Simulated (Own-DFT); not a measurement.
# Point defects and the pressure they add: D0_22 TiAl3

Calculated, not measured: single-point runs of Own-DFT, a retired in-house plane-wave DFT program that no person has reviewed, on unrelaxed cells, without spin or spin-orbit coupling.

Settings: PBEsol; PseudoDojo norm-conserving scalar-relativistic files, made for PBE; cutoff 42 hartree; 4 x 4 x 4 k mesh centred on Gamma; cold (Marzari-Vanderbilt) smearing of 0.2 eV.

Caveats: forces on such cells failed a check on a denser k mesh; stress not checked against mesh or cutoff.

All runs share one cell, with vectors in Å (-2.365, -6.981, 4.326); (-7.667, 3.491, 1.442); (-2.950, -3.488, -7.241) and a volume of 625.4 Å³. Atoms were moved at random from their sites; u is the rms move along one axis. The defect's site can differ from row to row.

```
                     cell   formula   u (Å)  P (GPa)
                no defect  Al30Ti10  0.0214     0.09
                no defect  Al30Ti10  0.0476     0.65
                no defect  Al30Ti10  0.0519     0.83
           one Ti vacancy   Al30Ti9  0.0297     0.05
           one Ti vacancy   Al30Ti9  0.0443     0.35
           one Ti vacancy   Al30Ti9  0.0466     0.67
         two Al vacancies  Al28Ti10  0.0288    -0.66
         two Al vacancies  Al28Ti10  0.0319    -0.71
         two Al vacancies  Al28Ti10  0.0497        ?
         two Al vacancies  Al28Ti10  0.0558     0.10
 two Al on a Ti site each   Al32Ti8  0.0250     1.12
 two Al on a Ti site each   Al32Ti8  0.0502     1.59
 two Al on a Ti site each   Al32Ti8  0.0514     1.73
two Ti on an Al site each  Al28Ti12  0.0302     1.05
two Ti on an Al site each  Al28Ti12  0.0304     1.24
two Ti on an Al site each  Al28Ti12  0.0489     1.70
```

## Fit

P = P0 + c u² + a shift for each defect gives P0 = -0.08 GPa, c = 337 ± 28 GPa/Å² and a scatter of 0.09 GPa. The shifts, and each times the cell's volume:

- two Ti on an Al site each: 0.94 ± 0.08 GPa, 3.7 eV (1.8 eV for each of its 2 sites)
- two Al on a Ti site each: 0.91 ± 0.08 GPa, 3.6 eV (1.8 eV for each of its 2 sites)
- one Ti vacancy: -0.12 ± 0.08 GPa, -0.5 eV (not resolved)
- two Al vacancies: -0.90 ± 0.08 GPa, -3.5 eV (-1.8 eV for each of its 2 sites)

A positive shift means that the defect pushes the cell outwards. Shift times volume (160.2 GPa Å³ is 1 eV) depends little on the cell's size, so, taken for each site, it can be compared between cells at like pressure. The atoms around the defects weren't relaxed, which would change these numbers.

## The run left out

The question: what pressure belongs in the blank (two Al vacancies, u = 0.0497 Å)?

Estimate: -0.15 ± 0.11 GPa. The run itself gave -0.21 GPa.
